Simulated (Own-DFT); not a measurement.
# Stretching a layer in its plane: wurtzite AlGaN with randomly placed atoms, 72 atoms (Al9Ga27N36)

Everything here is calculated. The program is Own-DFT (plane waves, in-house, since retired, never reviewed by a person); positions were held fixed, and spin and spin-orbit coupling were off.

Method: PBE; PseudoDojo norm-conserving scalar-relativistic files (stringent for Ga); cutoff 96 hartree; 4 x 4 x 3 k mesh centred on Gamma; Gaussian smearing of 0.01 eV.

Known weak points: forces on such cells passed a denser k mesh, each cell not checked; stress not checked against mesh or cutoff.

Unstrained cell vectors in Å: (9.509, 0.000, 0.000); (-4.755, 8.235, 0.000); (0.000, 0.000, 10.268). The unstrained cell has measured lattice constants (interpolated for alloys), not those of this functional. That, the random moves and any unrelaxed bonds set the pressure at no strain. Each run strains x and y alike by e, as a substrate would, and holds the height along z. Each coordinate of each atom was shifted by a normal deviate of width 0.05 Å. The random placing of the alloy's atoms differs from row to row. Stress is positive in tension.

| e (%) | u (Å) | (s_xx + s_yy)/2 (GPa) | s_zz (GPa) |
|---|---|---|---|
| -3.00 | 0.048 | -25.39 | -12.67 |
| -2.75 | 0.045 | -23.47 | -11.47 |
| -2.25 | 0.050 | -21.12 | -10.02 |
| -1.75 | 0.051 | ? | ? |
| -1.00 | 0.046 | -11.97 | -8.27 |
| 0.50 | 0.052 | -4.79 | -6.48 |
| 1.25 | 0.051 | -0.12 | -6.39 |
| 1.50 | 0.051 | 0.42 | -4.33 |
| 2.50 | 0.045 | 5.21 | -2.92 |
| 3.00 | 0.051 | 7.05 | -4.00 |

## Fit

With e as a fraction, the in-plane stress is -6.9 + 543 e - 2498 e² GPa (errors 8 and 516, scatter 0.50), and s_zz is -7.4 + 147 e GPa (slope ± 13, scatter 0.82). At e = 0 the first slope is C11 + C12 and the second 2 C13, both with the ions held to the strained lattice and at the cell's own pressure. The term in e² is negative: the layer stiffens under compression and softens under tension. A free layer would change its height as e changes, and the in-plane slope would drop by 2 C13²/C33 to the biaxial modulus. At fixed height, a misfit of 1 % moves the in-plane stress by about 5.4 GPa and s_zz by 1.5 GPa.

## The run left out

Question: what are the two stresses at e = -1.75 %?

The fitted form gives -17.2 and -9.9 GPa. Computed: -16.82 and -10.45 GPa.
